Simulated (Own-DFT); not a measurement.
# Response to strain: wurtzite GaN, 96 atoms (Ga48N48)

These are calculations, not measurements. The program, named Own-DFT, is a retired in-house plane-wave density functional code that no person has reviewed. Each row is one single-point run on a periodic cell that was not relaxed, without spin or spin-orbit coupling.

Settings of every run: PBE; PseudoDojo norm-conserving scalar-relativistic files (stringent for Ga); cutoff 96 hartree; 3 x 4 x 3 k mesh centred on Gamma; Gaussian smearing of 0.01 eV.

Known limits: forces on such cells passed a denser k mesh, each cell not checked; stress not checked against mesh or cutoff.

Unstrained cell vectors in Å: (12.756, 0.000, 0.000); (-4.783, 8.285, 0.000); (0.000, 0.000, 10.370). The unstrained cell has measured lattice constants (interpolated for alloys), not those of this functional. That, the random moves and any unrelaxed bonds set the pressure at no strain. Each run strains this cell uniformly, with the atoms carried along. Every atom was also moved at random, by a Gaussian of width 0.05 Å on each axis. Strain is the symmetric tensor, in per cent. Stress is positive in tension, and the pressure is minus a third of its trace.

| run | e_xx (%) | e_yy (%) | e_zz (%) | e_yz (%) | e_xz (%) | e_xy (%) | s_xx (GPa) | s_yy (GPa) | s_zz (GPa) | s_yz (GPa) | s_xz (GPa) | s_xy (GPa) | P (GPa) | E (meV/atom) |
|---|---|---|---|---|---|---|---|---|---|---|---|---|---|---|
| 1 | 0.91 | -1.38 | -1.08 | -1.94 | -0.01 | 0.15 | -5.42 | -13.15 | -11.68 | -3.54 | 0.31 | 0.22 | 10.08 | 24.3 |
| 2 | -1.82 | -1.11 | 1.21 | 1.51 | -0.46 | 1.42 | -15.80 | -14.60 | -3.03 | 4.20 | -1.25 | 3.99 | 11.14 | 34.9 |
| 3 | 1.12 | -0.99 | 1.33 | 1.97 | 0.20 | 1.02 | -2.48 | -9.45 | -1.72 | 3.30 | 1.33 | 3.80 | 4.55 | 13.7 |
| 4 | -0.61 | 0.32 | 0.82 | -1.96 | 0.11 | -1.71 | -6.91 | -6.74 | -4.82 | -4.99 | 0.04 | -4.84 | 6.16 | 16.2 |
| 5 | -0.03 | 1.29 | -1.71 | 1.25 | 1.29 | 0.45 | -7.92 | -2.20 | -14.65 | 2.44 | 2.20 | 2.11 | 8.25 | 29.0 |
| 6 | -0.82 | 1.06 | 1.92 | 1.05 | -1.04 | -0.13 | -6.88 | -1.76 | -0.13 | 2.00 | -2.55 | -0.19 | 2.92 | 8.5 |
| 7 | -1.30 | -1.09 | 0.60 | 0.41 | 0.26 | -1.57 | -13.15 | -13.33 | -6.24 | 1.16 | 0.36 | -5.00 | 10.91 | 28.8 |
| 8 | 1.86 | -1.55 | -0.35 | -0.94 | 0.20 | 0.55 | -1.68 | -11.22 | -9.28 | -1.98 | -0.04 | 1.80 | 7.40 | 24.9 |
| 9 | 0.57 | 1.86 | -1.79 | 1.10 | 0.06 | -1.21 | -4.09 | -0.19 | -13.95 | 2.87 | -0.14 | -3.32 | 6.08 | 13.7 |
| 10 | -1.45 | 1.40 | -0.02 | 0.79 | -0.89 | -0.73 | -13.35 | -2.69 | -7.91 | 1.54 | -2.32 | -2.14 | 7.98 | 32.4 |
| 11 | 0.56 | -0.13 | 1.77 | 0.21 | -0.24 | -0.41 | -4.15 | -4.47 | 0.32 | 0.54 | -0.12 | -2.29 | 2.77 | 0.0 |
| 12 | -1.93 | 0.41 | -1.78 | 0.99 | -0.94 | -0.16 | -16.67 | -8.57 | -16.75 | 1.35 | -1.30 | -0.32 | 13.99 | 36.3 |
| 13 | -0.83 | -0.76 | 0.47 | 0.53 | -1.59 | 0.25 | -11.98 | -10.90 | -5.33 | 1.00 | -4.62 | 1.59 | 9.40 | 20.9 |
| 14 | -1.87 | -0.94 | 0.19 | 1.05 | 0.72 | -0.79 | -16.13 | -12.85 | -9.69 | 2.34 | 1.36 | -2.89 | 12.89 | 39.2 |
| 15 | 1.79 | 0.34 | 0.13 | -0.28 | -1.07 | 1.86 | 0.93 | -3.52 | -6.36 | -1.49 | -2.19 | 3.58 | 2.98 | 14.3 |
| 16 | -1.83 | 1.02 | 0.73 | -1.60 | -0.40 | -0.15 | -14.51 | -3.66 | -4.85 | -3.15 | -1.12 | -1.72 | 7.67 | 29.6 |
| 17 | -1.91 | -1.50 | 1.88 | 0.63 | 0.32 | -1.78 | ? | ? | ? | ? | ? | ? | ? | ? |

E is the free energy for each atom above the lowest run shown.

## Worked fit

Each stress component was fitted by least squares to a constant and the strains of the runs shown, as fractions, with shears doubled. Shear strains stay in the fit of a normal stress only where such slopes are resolved. The slopes, in GPa:

```
stress  at no strain  per e_xx  per e_yy  per e_zz  scatter
  s_xx          -7.3  437 ± 18  110 ± 22   92 ± 20     0.90
  s_yy          -7.1  125 ± 14  445 ± 18   75 ± 16     0.73
  s_zz          -7.7   56 ± 14   35 ± 17  429 ± 16     0.71
```

Each shear stress against twice its own strain: yz 105 ± 8, xz 110 ± 13, xy 136 ± 14 GPa. These are stiffnesses along x, y and z of the frame in which the cell vectors are given, which need not be the crystal's axes. The atoms are held to the strained lattice; where symmetry lets them move under strain, relaxing them would lower some slopes. The table should be nearly symmetric about its diagonal, and what it lacks of that shows the noise. A ninth of its sum, 200 ± 3 GPa, estimates the bulk modulus near the mean pressure of these runs, 7.8 GPa, so it lies above the value at zero pressure.

## Withheld run

Question: what normal stresses and pressure should run 17 give?

The fit gives s_xx = -15.6, s_yy = -14.7, s_zz = -1.2 and P = 10.5 GPa. The calculation gave -14.27, -17.05, -1.77 and P = 11.03 GPa.
